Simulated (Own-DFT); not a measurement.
# Misfit strain and the stress it brings: wurtzite AlGaN with randomly placed atoms, 72 atoms (Al9Ga27N36)

Everything here is calculated. The program is Own-DFT (plane waves, in-house, since retired, never reviewed by a person); positions were held fixed, and spin and spin-orbit coupling were off.

Settings: PBE; PseudoDojo norm-conserving scalar-relativistic files; cutoff 42 hartree; 4 x 4 x 3 k mesh centred on Gamma; Fermi-Dirac smearing of 0.1 eV.

Known weak points: forces on such cells passed a denser k mesh, each cell not checked; stress not checked against mesh or cutoff.

Unstrained cell vectors in Å: (9.509, 0.000, 0.000); (-4.755, 8.235, 0.000); (0.000, 0.000, 10.268). The unstrained cell has measured lattice constants (interpolated for alloys), not those of this functional. That, the random moves and any unrelaxed bonds set the pressure at no strain. Each run strains x and y alike by e, as a substrate would, and holds the height along z. Each atom got a random Gaussian move of width 0.05 Å along each axis. The random placing of the alloy's atoms differs from row to row. Stress is positive in tension.

| e (%) | u (Å) | (s_xx + s_yy)/2 (GPa) | s_zz (GPa) |
|---|---|---|---|
| -2.75 | 0.048 | -25.38 | -10.89 |
| -1.75 | 0.046 | -17.29 | -11.11 |
| -1.50 | 0.049 | -15.19 | -12.05 |
| -1.00 | 0.053 | -11.91 | -11.93 |
| -0.75 | 0.052 | -10.97 | -10.31 |
| -0.25 | 0.047 | ? | ? |
| 1.25 | 0.048 | -0.49 | -7.23 |
| 2.00 | 0.054 | 2.87 | -6.14 |
| 2.75 | 0.047 | 5.62 | -4.11 |
| 3.00 | 0.051 | 6.54 | -3.12 |

## What the rows give

With e as a fraction, the in-plane stress is -6.3 + 556 e - 4545 e² GPa (errors 7 and 457, scatter 0.38), and s_zz is -10.1 + 133 e + 3356 e² GPa (slope ± 11, scatter 0.61). At e = 0 the first slope is C11 + C12 and the second 2 C13, both with the ions held to the strained lattice and at the cell's own pressure. The term in e² is negative: the layer stiffens under compression and softens under tension. A free layer would change its height as e changes, and the in-plane slope would drop by 2 C13²/C33 to the biaxial modulus. At fixed height, a misfit of 1 % moves the in-plane stress by about 5.6 GPa and s_zz by 1.3 GPa.

## Check

Q: what are the two stresses at e = -0.25 %?

The fit gives -7.7 and -10.4 GPa. The calculation gave -8.28 and -7.61 GPa. This run lies off the fit, by chance or by something that the fit leaves out.
